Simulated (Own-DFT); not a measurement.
# Computed records: InP (zincblende, strained, atoms displaced), InP (zincblende, atoms displaced)

All values are calculated (Own-DFT development build). A calculation, not a measurement: plane-wave PBE density functional theory by an unreviewed code, no spin, of a simulated periodic cell, stress positive in tension, free energy of the whole cell less one offset for each atom, forces on such cells moved up to 12 meV/angstrom on a denser k mesh; offsets are fitted by least squares, one for each functional and potential file, so energies compare only between cells with the same atoms and settings and are not formation energies; the far tail of each file's local potential was reset to the Coulomb form; each entry is a single point on an unrelaxed cell, so the pressure reflects the starting lattice, mostly measured values (interpolated for alloys), from which strain is counted, and rises with the displacements; printed positions are rounded, which can move forces by about a meV/angstrom; the program, named Own-DFT, is a retired in-house code; no spin-orbit coupling; before rounding, a Quantum ESPRESSO 7.3.1 run of the same cell and cutoff gave forces within 1 meV/angstrom rms on each cell, which checks the program and not the settings.

Settings shared by all entries: functional PBE; potential files PseudoDojo norm-conserving, scalar-relativistic, standard set; wave cutoff 36 hartree; occupations Fermi-Dirac; smearing width 0.1 eV; k mesh 3 x 3 x 3 centred on Gamma.

(1) 
```cif
# cell vector a (Å): 11.3066 0.0000 0.0000
# cell vector b (Å): 0.0000 11.3066 0.0000
# cell vector c (Å): 0.0000 0.0000 12.1251
data_InP
_symmetry_space_group_name_H-M 'P 1'
_symmetry_Int_Tables_number 1
_cell_length_a 11.3066
_cell_length_b 11.3066
_cell_length_c 12.1251
_cell_angle_alpha 90.000
_cell_angle_beta 90.000
_cell_angle_gamma 90.000
_cell_volume 1550.06
loop_
_atom_site_label
_atom_site_type_symbol
_atom_site_fract_x
_atom_site_fract_y
_atom_site_fract_z
_atom_site_occupancy
In1 In 0.00655 0.00073 0.99890 1
In2 In 0.99975 0.24850 0.25227 1
In3 In 0.25012 0.00394 0.25142 1
In4 In 0.25257 0.25024 0.00181 1
P1 P 0.12623 0.12442 0.11845 1
P2 P 0.12073 0.37490 0.38066 1
P3 P 0.37367 0.12387 0.37756 1
P4 P 0.37253 0.37211 0.12190 1
In5 In 0.00088 0.99858 0.49904 1
In6 In 0.99998 0.24877 0.74904 1
In7 In 0.24196 0.99970 0.74874 1
In8 In 0.24583 0.24923 0.50155 1
P5 P 0.11955 0.12456 0.62553 1
P6 P 0.12078 0.37331 0.87377 1
P7 P 0.37441 0.12468 0.86889 1
P8 P 0.37601 0.37537 0.61854 1
In9 In 0.00137 0.49866 0.00181 1
In10 In 0.99491 0.74558 0.24957 1
In11 In 0.24878 0.49877 0.24950 1
In12 In 0.25195 0.74908 0.00141 1
P9 P 0.12226 0.62512 0.12546 1
P10 P 0.12525 0.87590 0.37706 1
P11 P 0.37349 0.62219 0.37194 1
P12 P 0.37582 0.88016 0.11989 1
In13 In 0.00027 0.49698 0.50302 1
In14 In 0.99766 0.74930 0.74905 1
In15 In 0.25334 0.49273 0.75077 1
In16 In 0.24926 0.74736 0.50254 1
P13 P 0.12814 0.62767 0.62702 1
P14 P 0.12424 0.87309 0.87274 1
P15 P 0.37085 0.62379 0.87288 1
P16 P 0.37419 0.87317 0.62542 1
In17 In 0.49801 0.00345 0.00082 1
In18 In 0.49872 0.25034 0.24817 1
In19 In 0.75139 0.99851 0.24740 1
In20 In 0.74778 0.24780 0.99773 1
P17 P 0.62391 0.12822 0.11874 1
P18 P 0.62531 0.37103 0.37288 1
P19 P 0.87404 0.11873 0.37362 1
P20 P 0.87502 0.37758 0.12575 1
In21 In 0.50499 0.00799 0.49859 1
In22 In 0.50333 0.24655 0.74981 1
In23 In 0.75322 0.99996 0.75047 1
In24 In 0.75231 0.25481 0.49991 1
P21 P 0.62935 0.12374 0.62326 1
P22 P 0.62553 0.37749 0.87537 1
P23 P 0.87598 0.12087 0.87436 1
P24 P 0.87337 0.37821 0.62153 1
In25 In 0.50347 0.49398 0.99999 1
In26 In 0.49719 0.74515 0.24570 1
In27 In 0.75080 0.49797 0.24810 1
In28 In 0.74889 0.74849 0.00001 1
P25 P 0.62731 0.62365 0.12218 1
P26 P 0.62480 0.87131 0.37276 1
P27 P 0.87888 0.62946 0.37222 1
P28 P 0.87988 0.87363 0.12338 1
In29 In 0.49694 0.50008 0.49609 1
In30 In 0.50166 0.75322 0.75378 1
In31 In 0.74952 0.50118 0.75102 1
In32 In 0.75342 0.74447 0.50247 1
P29 P 0.62533 0.62885 0.62083 1
P30 P 0.62150 0.87686 0.87953 1
P31 P 0.87467 0.62370 0.87676 1
P32 P 0.87317 0.87457 0.62258 1
_calc_free_energy_of_cell_above_offsets '-32.176'  # eV
_calc_pressure 6.58  # GPa
_calc_stress_xx -7.62  # GPa
_calc_stress_yy -7.57  # GPa
_calc_stress_zz -4.55  # GPa
_calc_stress_yz -0.22  # GPa
_calc_stress_xz 0.26  # GPa
_calc_stress_xy -0.67  # GPa
```

Force:
| element | x (eV/Å) | y (eV/Å) | z (eV/Å) |
| --- | --- | --- | --- |
| In | -0.525 | -0.479 | -0.224 |
| In | -0.011 | -0.093 | -0.3 |
| In | -0.167 | -0.437 | -0.251 |
| In | -0.259 | -0.224 | -1.042 |
| P | 0.043 | 0.379 | 1.084 |
| P | 0.441 | -0.146 | -0.835 |
| P | 0.046 | 0.57 | -0.287 |
| P | 0.31 | 0.521 | 0.582 |
| In | -0.209 | -0.068 | 0.065 |
| In | -0.562 | 0.202 | 0.006 |
| In | 0.631 | -0.192 | -0.186 |
| In | 0.146 | -0.159 | -0.021 |
| P | 0.241 | 0.047 | -0.26 |
| P | 0.441 | -0.065 | 0.242 |
| P | -0.287 | -0.019 | 0.404 |
| P | 0.143 | -0.459 | 0.691 |
| In | -0.106 | 0.082 | -0.239 |
| In | 0.923 | 0.927 | -0.147 |
| In | -0.311 | -0.263 | -0.004 |
| In | -0.258 | 0.069 | -0.158 |
| P | 0.421 | 0.014 | -0.003 |
| P | 0.104 | -0.445 | -0.552 |
| P | -0.183 | 0.341 | 0.083 |
| P | -0.324 | -0.442 | 0.833 |
| In | 0.078 | 1.115 | -0.101 |
| In | -0.077 | -0.004 | 0.015 |
| In | -0.336 | 0.26 | -0.26 |
| In | 0.285 | 0.303 | -0.485 |
| P | -0.353 | -0.804 | 0.177 |
| P | 0.029 | -0.251 | 0.317 |
| P | 0.691 | -0.233 | 0.394 |
| P | 0.304 | 0.616 | -0.149 |
| In | -0.044 | 0.224 | -0.532 |
| In | -0.111 | -0.303 | 0.077 |
| In | -0.429 | -0.214 | -0.286 |
| In | 0.67 | 0.409 | -0.119 |
| P | 0.064 | -0.339 | 0.935 |
| P | -0.083 | 0.467 | 0.014 |
| P | -0.041 | 0.641 | 0.226 |
| P | 0.077 | -0.783 | -0.256 |
| In | -0.302 | -1.197 | 0.052 |
| In | -0.08 | 0.435 | -0.384 |
| In | -0.434 | -0.442 | 0.028 |
| In | -0.012 | -0.673 | -0.343 |
| P | 0.247 | 0.419 | 0.31 |
| P | 0.131 | -0.566 | -0.51 |
| P | 0.096 | 0.461 | 0.208 |
| P | 0.035 | -0.256 | 0.898 |
| In | -0.644 | 0.777 | -0.011 |
| In | 0.121 | 0.492 | 0.009 |
| In | -0.079 | 0.38 | 0.497 |
| In | 0.249 | 0.396 | -0.095 |
| P | -0.32 | -0.228 | 0.262 |
| P | -0.023 | 0.052 | 0.101 |
| P | -0.642 | -1.262 | 0.744 |
| P | -0.326 | 0.225 | -0.27 |
| In | 0.606 | 0.108 | 0 |
| In | -0.241 | -0.256 | -0.331 |
| In | -0.099 | 0.247 | -0.365 |
| In | -0.112 | 0.609 | -0.764 |
| P | -0.531 | -0.681 | 0.693 |
| P | 0.582 | 0.115 | -0.303 |
| P | 0.125 | 0.044 | -0.133 |
| P | 0.241 | 0.038 | 0.261 |

(2) 
```cif
# cell vector a (Å): 11.3066 0.0000 0.0000
# cell vector b (Å): 0.0000 11.3066 0.0000
# cell vector c (Å): 0.0000 0.0000 12.1251
data_InP
_symmetry_space_group_name_H-M 'P 1'
_symmetry_Int_Tables_number 1
_cell_length_a 11.3066
_cell_length_b 11.3066
_cell_length_c 12.1251
_cell_angle_alpha 90.000
_cell_angle_beta 90.000
_cell_angle_gamma 90.000
_cell_volume 1550.06
loop_
_atom_site_label
_atom_site_type_symbol
_atom_site_fract_x
_atom_site_fract_y
_atom_site_fract_z
_atom_site_occupancy
In1 In 0.00456 0.99727 0.00238 1
In2 In 0.99889 0.24809 0.25140 1
In3 In 0.24841 0.99806 0.25248 1
In4 In 0.25238 0.25075 0.99904 1
P1 P 0.12772 0.12410 0.12403 1
P2 P 0.12676 0.37275 0.37822 1
P3 P 0.37412 0.12495 0.37596 1
P4 P 0.37043 0.37402 0.11989 1
In5 In 0.99915 0.99882 0.50016 1
In6 In 0.99867 0.25149 0.75087 1
In7 In 0.24895 0.99529 0.75151 1
In8 In 0.24855 0.24475 0.50521 1
P5 P 0.13077 0.11903 0.62769 1
P6 P 0.12406 0.36656 0.87694 1
P7 P 0.37620 0.12203 0.87258 1
P8 P 0.37256 0.37678 0.62393 1
In9 In 0.99739 0.50432 0.00111 1
In10 In 0.00064 0.74760 0.25380 1
In11 In 0.24679 0.50172 0.24827 1
In12 In 0.24523 0.75133 0.00133 1
P9 P 0.12499 0.62268 0.12529 1
P10 P 0.12282 0.87268 0.37354 1
P11 P 0.37352 0.62714 0.37365 1
P12 P 0.37581 0.87731 0.12492 1
In13 In 0.00045 0.50166 0.49722 1
In14 In 0.99671 0.75057 0.75017 1
In15 In 0.24977 0.50117 0.75413 1
In16 In 0.25338 0.75117 0.49214 1
P13 P 0.12340 0.62565 0.62204 1
P14 P 0.12709 0.87605 0.87415 1
P15 P 0.37699 0.62339 0.87502 1
P16 P 0.37358 0.87203 0.61945 1
In17 In 0.49943 0.99613 0.99665 1
In18 In 0.50031 0.25057 0.24929 1
In19 In 0.74510 0.99713 0.25155 1
In20 In 0.74659 0.25944 0.99682 1
P17 P 0.62335 0.12242 0.12868 1
P18 P 0.62651 0.37956 0.37406 1
P19 P 0.87626 0.12875 0.36814 1
P20 P 0.87988 0.37192 0.12548 1
In21 In 0.50108 0.99979 0.50221 1
In22 In 0.50022 0.25024 0.74849 1
In23 In 0.74968 0.99799 0.75219 1
In24 In 0.74714 0.25073 0.50261 1
P21 P 0.62214 0.12668 0.62415 1
P22 P 0.62406 0.37738 0.86864 1
P23 P 0.87223 0.12528 0.87762 1
P24 P 0.87169 0.37536 0.62532 1
In25 In 0.49819 0.50197 0.99632 1
In26 In 0.49879 0.74979 0.24878 1
In27 In 0.74566 0.50245 0.24953 1
In28 In 0.75032 0.75298 0.00261 1
P25 P 0.62245 0.62918 0.12468 1
P26 P 0.62649 0.87536 0.37290 1
P27 P 0.87672 0.62219 0.37154 1
P28 P 0.87485 0.87680 0.12402 1
In29 In 0.49569 0.49899 0.49999 1
In30 In 0.49995 0.74778 0.75267 1
In31 In 0.75230 0.50200 0.74970 1
In32 In 0.75291 0.75204 0.49767 1
P29 P 0.62555 0.62499 0.62708 1
P30 P 0.62475 0.87402 0.87284 1
P31 P 0.87875 0.62793 0.87316 1
P32 P 0.87680 0.87284 0.62440 1
_calc_free_energy_of_cell_above_offsets '-32.194'  # eV
_calc_pressure 6.58  # GPa
_calc_stress_xx -7.61  # GPa
_calc_stress_yy -7.6  # GPa
_calc_stress_zz -4.53  # GPa
_calc_stress_yz 0.4  # GPa
_calc_stress_xz -0.14  # GPa
_calc_stress_xy -0.51  # GPa
```

Force:
| element | x (eV/Å) | y (eV/Å) | z (eV/Å) |
| --- | --- | --- | --- |
| In | -0.369 | 0.438 | -0.274 |
| In | 0.919 | 0.325 | -0.409 |
| In | 0.144 | 0.239 | -0.183 |
| In | -0.12 | -0.777 | -0.187 |
| P | -0.005 | 0.165 | 0.257 |
| P | 0.015 | -0.046 | -0.301 |
| P | 0.143 | -0.004 | -0.005 |
| P | 0.724 | 0.474 | 0.707 |
| In | 0.034 | 0.439 | -0.208 |
| In | -0.122 | -0.583 | -0.391 |
| In | 0.725 | -0.004 | -0.29 |
| In | 0.233 | 0.279 | -0.379 |
| P | -1.076 | 0.282 | 0.025 |
| P | -0.093 | 1.149 | -0.042 |
| P | -0.031 | 0.227 | 0.053 |
| P | -0.05 | -0.179 | 0.358 |
| In | 0.282 | -0.64 | -0.274 |
| In | -0.204 | 0.177 | -0.837 |
| In | 0.338 | -0.543 | 0.341 |
| In | 0.6 | -0.17 | 0.006 |
| P | -0.271 | 0.498 | -0.063 |
| P | 0.017 | 0.337 | 0.198 |
| P | 0.354 | -0.578 | -0.405 |
| P | -0.305 | -0.287 | -0.02 |
| In | -0.099 | -0.405 | 0.343 |
| In | 0.811 | 0.059 | -0.278 |
| In | -0.492 | -0.254 | -0.344 |
| In | -0.652 | -0.129 | 0.729 |
| P | 0.404 | 0.214 | 0.288 |
| P | -0.526 | -0.457 | 0.07 |
| P | -0.695 | 0.616 | 0.17 |
| P | 0.221 | -0.012 | 0.763 |
| In | 0.204 | 0.459 | 0.321 |
| In | -0.265 | 0.175 | 0.074 |
| In | 0.705 | 0.413 | -0.336 |
| In | 0.017 | -0.743 | 0.544 |
| P | 0.085 | 0.356 | -0.934 |
| P | -0.433 | -0.434 | 0.232 |
| P | -0.69 | -0.746 | 1.247 |
| P | -0.712 | 0.627 | -0.021 |
| In | -0.116 | -0.029 | -0.421 |
| In | -0.419 | 0.045 | -0.069 |
| In | 0.146 | 0.376 | -0.445 |
| In | 0.266 | -0.087 | -0.591 |
| P | 0.443 | -0.414 | 0.265 |
| P | -0.142 | 0.219 | 0.42 |
| P | 0.256 | -0.112 | 0.019 |
| P | 0.56 | 0.068 | -0.203 |
| In | 0.348 | -0.399 | 0.523 |
| In | -0.089 | 0.276 | 0.164 |
| In | 0.511 | -0.186 | -0.586 |
| In | 0.071 | -0.181 | -0.398 |
| P | 0.114 | -0.5 | -0.327 |
| P | -0.494 | -0.354 | 0.557 |
| P | -0.457 | 0.146 | 0.337 |
| P | 0.233 | -0.217 | 0.526 |
| In | 0.365 | 0.296 | -0.003 |
| In | -0.16 | 0.213 | -0.619 |
| In | 0.039 | 0.15 | -0.001 |
| In | -0.223 | -0.465 | 0.068 |
| P | -0.022 | 0.12 | -0.578 |
| P | 0.07 | -0.206 | 0.251 |
| P | -0.688 | -0.165 | 0.507 |
| P | -0.375 | 0.446 | 0.061 |

(3) 
```cif
# cell vector a (Å): 11.7374 0.0000 0.0000
# cell vector b (Å): 0.0000 11.7374 0.0000
# cell vector c (Å): 0.0000 0.0000 11.7374
data_InP
_symmetry_space_group_name_H-M 'P 1'
_symmetry_Int_Tables_number 1
_cell_length_a 11.7374
_cell_length_b 11.7374
_cell_length_c 11.7374
_cell_angle_alpha 90.000
_cell_angle_beta 90.000
_cell_angle_gamma 90.000
_cell_volume 1617.02
loop_
_atom_site_label
_atom_site_type_symbol
_atom_site_fract_x
_atom_site_fract_y
_atom_site_fract_z
_atom_site_occupancy
In1 In 0.99993 0.99835 0.99790 1
In2 In 0.00102 0.24942 0.25132 1
In3 In 0.24933 0.99698 0.25004 1
In4 In 0.25230 0.25177 0.99828 1
P1 P 0.12605 0.12877 0.12695 1
P2 P 0.12676 0.37620 0.37324 1
P3 P 0.37459 0.12674 0.37599 1
P4 P 0.37361 0.37302 0.12561 1
In5 In 0.00184 0.99797 0.50225 1
In6 In 0.00102 0.25043 0.75003 1
In7 In 0.24816 0.99793 0.74784 1
In8 In 0.25297 0.24968 0.49869 1
P5 P 0.12636 0.12547 0.62244 1
P6 P 0.12299 0.37658 0.87330 1
P7 P 0.37654 0.12349 0.87307 1
P8 P 0.37446 0.37693 0.62343 1
In9 In 0.99819 0.50147 0.00133 1
In10 In 0.99897 0.75079 0.24919 1
In11 In 0.25069 0.50057 0.24856 1
In12 In 0.24810 0.74624 0.99761 1
P9 P 0.12522 0.62397 0.12760 1
P10 P 0.12372 0.87411 0.37424 1
P11 P 0.37260 0.62142 0.37507 1
P12 P 0.37510 0.87446 0.12720 1
In13 In 0.99683 0.50180 0.50147 1
In14 In 0.99974 0.75185 0.75001 1
In15 In 0.25048 0.49957 0.74817 1
In16 In 0.24893 0.74741 0.49725 1
P13 P 0.12417 0.62574 0.62382 1
P14 P 0.12562 0.87400 0.87512 1
P15 P 0.37286 0.62107 0.87575 1
P16 P 0.37577 0.87522 0.62395 1
In17 In 0.50003 0.99768 0.00107 1
In18 In 0.49779 0.24925 0.25269 1
In19 In 0.74833 0.99977 0.24905 1
In20 In 0.74916 0.25138 0.99965 1
P17 P 0.62555 0.12646 0.12617 1
P18 P 0.62289 0.37428 0.37498 1
P19 P 0.87362 0.12442 0.37359 1
P20 P 0.87145 0.37857 0.12366 1
In21 In 0.49911 0.00138 0.49801 1
In22 In 0.49930 0.25018 0.75043 1
In23 In 0.75013 0.99903 0.74999 1
In24 In 0.75044 0.24753 0.50104 1
P21 P 0.62842 0.12317 0.62668 1
P22 P 0.62603 0.37305 0.87248 1
P23 P 0.87542 0.12565 0.87613 1
P24 P 0.87501 0.37479 0.62486 1
In25 In 0.49911 0.50016 0.00257 1
In26 In 0.50074 0.74928 0.24983 1
In27 In 0.75000 0.50059 0.25233 1
In28 In 0.74960 0.75165 0.99936 1
P25 P 0.62472 0.62440 0.12225 1
P26 P 0.62265 0.87770 0.37592 1
P27 P 0.87657 0.62441 0.37441 1
P28 P 0.87260 0.87357 0.12337 1
In29 In 0.50206 0.49936 0.50063 1
In30 In 0.50001 0.75120 0.75194 1
In31 In 0.74839 0.49982 0.75002 1
In32 In 0.75112 0.74776 0.49888 1
P29 P 0.62729 0.62538 0.62591 1
P30 P 0.62375 0.87551 0.87694 1
P31 P 0.87588 0.62449 0.87438 1
P32 P 0.87540 0.87427 0.62624 1
_calc_free_energy_of_cell_above_offsets '-35.514'  # eV
_calc_pressure 3.19  # GPa
_calc_stress_xx -3.19  # GPa
_calc_stress_yy -3.18  # GPa
_calc_stress_zz -3.19  # GPa
_calc_stress_yz -0.01  # GPa
_calc_stress_xz 0.08  # GPa
_calc_stress_xy -0.02  # GPa
```

Force:
| element | x (eV/Å) | y (eV/Å) | z (eV/Å) |
| --- | --- | --- | --- |
| In | 0.137 | 0.286 | 0.389 |
| In | -0.309 | 0.335 | -0.113 |
| In | -0.027 | 0.396 | 0.012 |
| In | -0.256 | -0.198 | -0.193 |
| P | 0.011 | -0.497 | -0.399 |
| P | -0.243 | 0.029 | 0.356 |
| P | -0.094 | -0.454 | -0.209 |
| P | 0.242 | 0.177 | 0.013 |
| In | -0.275 | 0.216 | -0.257 |
| In | -0.069 | -0.14 | -0.106 |
| In | 0.177 | 0.172 | 0.065 |
| In | -0.34 | 0.296 | 0.046 |
| P | -0.052 | 0.074 | 0.206 |
| P | 0.21 | 0.01 | 0.239 |
| P | -0.233 | -0.096 | 0.138 |
| P | 0.185 | -0.258 | 0.144 |
| In | 0.162 | -0.06 | -0.05 |
| In | -0.004 | -0.013 | -0.084 |
| In | -0.044 | -0.236 | 0.032 |
| In | 0.169 | 0.209 | 0.365 |
| P | -0.151 | 0.155 | -0.264 |
| P | 0.035 | -0.01 | 0.076 |
| P | 0.497 | 0.262 | -0.037 |
| P | -0.174 | -0.245 | -0.367 |
| In | 0.418 | -0.34 | -0.128 |
| In | 0.07 | -0.27 | 0.029 |
| In | -0.28 | 0.012 | -0.029 |
| In | 0.119 | 0.2 | 0.181 |
| P | 0.002 | 0.008 | 0.176 |
| P | -0.003 | 0.036 | -0.03 |
| P | 0.308 | 0.265 | -0.164 |
| P | -0.123 | -0.21 | -0.116 |
| In | -0.08 | 0.357 | 0.169 |
| In | 0.166 | 0.043 | -0.298 |
| In | 0.087 | -0.017 | 0.033 |
| In | 0.056 | -0.097 | 0.058 |
| P | -0.241 | -0.032 | -0.149 |
| P | 0.316 | -0.049 | 0.109 |
| P | 0.252 | -0.186 | 0.185 |
| P | 0.327 | -0.395 | 0.29 |
| In | 0.066 | 0.14 | 0.383 |
| In | 0.047 | -0.065 | -0.296 |
| In | 0.129 | -0.013 | 0.255 |
| In | -0.023 | 0.198 | -0.136 |
| P | -0.515 | 0.125 | -0.152 |
| P | -0.311 | 0.304 | 0.315 |
| P | -0.048 | -0.062 | -0.151 |
| P | -0.105 | -0.043 | 0.043 |
| In | 0.078 | -0.386 | -0.261 |
| In | -0.068 | -0.154 | 0.156 |
| In | -0.241 | -0.006 | -0.149 |
| In | 0.009 | -0.35 | -0.172 |
| P | 0.151 | 0.122 | 0.365 |
| P | 0.31 | -0.448 | -0.084 |
| P | -0.164 | 0.16 | -0.064 |
| P | 0.233 | 0.224 | 0.171 |
| In | -0.076 | 0.187 | 0.003 |
| In | -0.129 | -0.214 | -0.079 |
| In | 0.285 | -0.054 | 0.033 |
| In | -0.095 | 0.323 | -0.033 |
| P | -0.323 | 0.103 | -0.037 |
| P | 0.166 | -0.02 | -0.214 |
| P | -0.182 | 0.18 | -0.026 |
| P | -0.14 | 0.008 | -0.188 |

(4) 
```cif
# cell vector a (Å): 11.7374 0.0000 0.0000
# cell vector b (Å): 0.0000 11.7374 0.0000
# cell vector c (Å): 0.0000 0.0000 11.7374
data_InP
_symmetry_space_group_name_H-M 'P 1'
_symmetry_Int_Tables_number 1
_cell_length_a 11.7374
_cell_length_b 11.7374
_cell_length_c 11.7374
_cell_angle_alpha 90.000
_cell_angle_beta 90.000
_cell_angle_gamma 90.000
_cell_volume 1617.02
loop_
_atom_site_label
_atom_site_type_symbol
_atom_site_fract_x
_atom_site_fract_y
_atom_site_fract_z
_atom_site_occupancy
In1 In 0.00023 0.99922 0.99763 1
In2 In 0.00101 0.24764 0.24993 1
In3 In 0.24628 0.00026 0.25095 1
In4 In 0.25383 0.24855 0.00083 1
P1 P 0.12414 0.12404 0.12286 1
P2 P 0.12419 0.37623 0.37766 1
P3 P 0.37478 0.12532 0.37594 1
P4 P 0.37311 0.37494 0.12441 1
In5 In 0.00301 0.99879 0.49936 1
In6 In 0.00092 0.24902 0.74986 1
In7 In 0.24781 0.99880 0.75040 1
In8 In 0.25018 0.25098 0.49944 1
P5 P 0.12594 0.12416 0.62268 1
P6 P 0.12618 0.37435 0.87667 1
P7 P 0.37505 0.12585 0.87652 1
P8 P 0.37114 0.37340 0.62292 1
In9 In 0.00153 0.50024 0.99992 1
In10 In 0.00207 0.75115 0.24994 1
In11 In 0.25042 0.49876 0.25319 1
In12 In 0.25214 0.75008 0.00115 1
P9 P 0.12643 0.62794 0.12827 1
P10 P 0.12674 0.87565 0.37367 1
P11 P 0.37349 0.62809 0.37526 1
P12 P 0.37427 0.87355 0.12280 1
In13 In 0.00067 0.49892 0.49769 1
In14 In 0.00095 0.74761 0.74963 1
In15 In 0.25012 0.49859 0.74770 1
In16 In 0.24818 0.75297 0.49980 1
P13 P 0.12550 0.62406 0.62269 1
P14 P 0.12520 0.87616 0.87406 1
P15 P 0.37624 0.62533 0.87424 1
P16 P 0.37545 0.87164 0.62304 1
In17 In 0.50089 0.99974 0.99686 1
In18 In 0.49946 0.25199 0.25085 1
In19 In 0.74994 0.99881 0.24942 1
In20 In 0.75136 0.24814 0.99789 1
P17 P 0.62309 0.12740 0.12469 1
P18 P 0.62499 0.37638 0.37501 1
P19 P 0.87225 0.12374 0.37512 1
P20 P 0.87238 0.37691 0.12499 1
In21 In 0.50066 0.00086 0.50145 1
In22 In 0.50019 0.24970 0.75040 1
In23 In 0.74900 0.99977 0.75064 1
In24 In 0.74948 0.25256 0.49936 1
P21 P 0.62522 0.12391 0.62659 1
P22 P 0.62435 0.37342 0.87428 1
P23 P 0.87200 0.12356 0.87333 1
P24 P 0.87599 0.37371 0.62326 1
In25 In 0.50090 0.49932 0.00124 1
In26 In 0.50138 0.74937 0.25093 1
In27 In 0.75075 0.50124 0.24809 1
In28 In 0.75064 0.74934 0.99911 1
P25 P 0.62460 0.62539 0.12348 1
P26 P 0.62603 0.87461 0.37450 1
P27 P 0.87279 0.62418 0.37421 1
P28 P 0.87627 0.87375 0.12351 1
In29 In 0.50001 0.49775 0.50059 1
In30 In 0.49936 0.74995 0.74973 1
In31 In 0.74981 0.50036 0.74840 1
In32 In 0.74982 0.74949 0.49888 1
P29 P 0.62685 0.62827 0.62527 1
P30 P 0.62472 0.87477 0.87542 1
P31 P 0.87279 0.62757 0.87667 1
P32 P 0.87508 0.87122 0.62572 1
_calc_free_energy_of_cell_above_offsets '-35.514'  # eV
_calc_pressure 3.19  # GPa
_calc_stress_xx -3.18  # GPa
_calc_stress_yy -3.19  # GPa
_calc_stress_zz -3.19  # GPa
_calc_stress_yz -0.28  # GPa
_calc_stress_xz 0.09  # GPa
_calc_stress_xy -0.01  # GPa
```

Force:
| element | x (eV/Å) | y (eV/Å) | z (eV/Å) |
| --- | --- | --- | --- |
| In | -0.183 | 0.051 | 0.03 |
| In | -0.249 | 0.237 | 0.009 |
| In | 0.557 | 0.082 | -0.334 |
| In | -0.388 | 0.058 | 0 |
| P | 0.061 | 0.1 | 0.033 |
| P | 0.073 | -0.384 | -0.439 |
| P | -0.021 | -0.072 | -0.159 |
| P | 0.182 | 0.156 | 0.234 |
| In | -0.499 | -0.039 | 0.062 |
| In | -0.02 | -0.023 | 0.022 |
| In | 0.417 | 0.116 | -0.189 |
| In | -0.147 | -0.241 | -0.134 |
| P | -0.008 | 0.109 | 0.209 |
| P | 0.016 | -0.063 | -0.135 |
| P | -0.026 | -0.244 | -0.422 |
| P | 0.554 | 0.052 | 0.274 |
| In | -0.1 | 0.208 | 0.17 |
| In | -0.344 | -0.087 | 0.137 |
| In | -0.024 | 0.188 | -0.155 |
| In | -0.237 | -0.095 | -0.261 |
| P | 0.036 | -0.435 | -0.304 |
| P | -0.297 | -0.082 | 0.146 |
| P | 0.198 | -0.313 | 0.161 |
| P | 0.25 | 0.415 | 0.411 |
| In | -0.316 | 0.269 | 0.206 |
| In | 0.006 | 0.034 | 0.074 |
| In | -0.03 | 0.175 | 0.257 |
| In | 0.07 | -0.294 | -0.023 |
| P | -0.068 | 0.027 | 0.086 |
| P | -0.012 | -0.42 | 0.108 |
| P | -0.169 | -0.244 | 0.022 |
| P | -0.066 | 0.486 | 0.269 |
| In | -0.095 | 0.027 | 0.402 |
| In | -0.06 | -0.089 | -0.028 |
| In | -0.072 | 0.093 | -0.256 |
| In | -0.168 | 0.194 | 0.233 |
| P | 0.144 | -0.253 | 0.01 |
| P | 0.036 | 0.037 | -0.132 |
| P | 0.299 | 0.04 | 0.088 |
| P | 0.417 | -0.365 | -0.116 |
| In | -0.032 | -0.144 | -0.13 |
| In | -0.199 | 0.027 | -0.146 |
| In | 0.074 | -0.325 | -0.211 |
| In | -0.071 | -0.308 | 0.054 |
| P | 0.038 | 0.241 | -0.191 |
| P | 0.132 | 0.215 | 0.013 |
| P | 0.468 | 0.066 | 0.033 |
| P | 0.028 | 0.178 | 0.218 |
| In | -0.104 | -0.019 | -0.192 |
| In | -0.171 | 0.114 | -0.175 |
| In | -0.251 | 0.009 | 0.075 |
| In | -0.2 | 0.219 | 0.194 |
| P | 0.053 | 0.013 | 0.134 |
| P | -0.145 | 0.115 | 0.086 |
| P | 0.37 | 0.153 | -0.027 |
| P | -0.074 | 0.134 | 0.093 |
| In | -0.101 | 0.446 | 0.069 |
| In | 0.111 | 0.008 | 0.047 |
| In | 0.075 | -0.048 | 0.112 |
| In | 0.097 | 0.093 | -0.016 |
| P | -0.31 | -0.41 | -0.086 |
| P | 0.056 | -0.099 | -0.127 |
| P | 0.369 | -0.494 | -0.275 |
| P | 0.072 | 0.404 | -0.114 |
